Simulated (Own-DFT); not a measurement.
# A surface energy from a slab and the bulk: wurtzite GaN, m plane (10-10)

The numbers are computed, not measured, by runs of the plane-wave DFT program Own-DFT (in-house, retired, unreviewed) at fixed positions, with no spin and no spin-orbit coupling.

Caveats (not all hold for every row): k mesh not checked against a denser one; forces on such cells passed a denser k mesh, each cell not checked.

Both sets of runs: PBE; PseudoDojo norm-conserving scalar-relativistic files (stringent for Ga); cutoff 96 hartree; Gaussian smearing of 0.01 eV. The slab has 64 atoms in 16 layers, two equal faces of 33.07 Å² as cut, 15 Å of vacuum, a dipole correction along the normal and a 6 x 6 x 1 mesh. The bulk cell has 96 atoms, the same measured lattice constants and a 3 x 4 x 3 mesh. In the slab only the 16 atoms nearest the faces were moved at random; u is their rms move along one axis. Energies are counted from -3520.29 eV for each atom.

| slab run | u (Å) | E (eV, cell) |
|---|---|---|
| 1 | 0.0406 | 8.252 |
| 2 | 0.0486 | 8.211 |
| 3 | 0.0496 | 9.179 |
| 4 | 0.0507 | 8.848 |
| 5 | 0.0550 | 8.556 |
| 6 | 0.0592 | 9.895 |
| 7 | 0.0886 | 10.602 |
| 8 | 0.0920 | 11.643 |
| 9 | 0.0946 | 11.878 |
| 10 | 0.1021 | 12.550 |
| 11 | 0.1089 | 12.649 |
| 12 | 0.1139 | 12.891 |

| bulk run | u (Å) | E (meV/atom) |
|---|---|---|
| 1 | 0.0180 | -0.33 |
| 2 | 0.0208 | 1.98 |
| 3 | 0.0212 | 3.64 |
| 4 | 0.0479 | 58.13 |
| 5 | 0.0486 | 58.62 |
| 6 | 0.0492 | 61.44 |
| 7 | 0.0500 | 55.76 |
| 8 | 0.0502 | 55.11 |
| 9 | 0.0527 | 63.74 |
| 10 | 0.0546 | 73.12 |

Q: what is the energy of the unrelaxed surface?

## Worked answer

Take each set to u = 0 with E = a + b u². Residuals are scaled by 1/(u² + 0.0006 Å²) to tame the large moves. Slab: a = 7.59 ± 0.21 eV. Bulk: a = -9.2 ± 0.8 meV/atom. The excess is 7.59 - 64 x (-0.0092) = 8.18 ± 0.21 eV. Over two faces that is 124 meV/Å², or 1.98 ± 0.05 J/m². Relaxing the faces would lower the energy, and the unlike meshes and the reach from the smallest u down to zero add errors that aren't counted here.
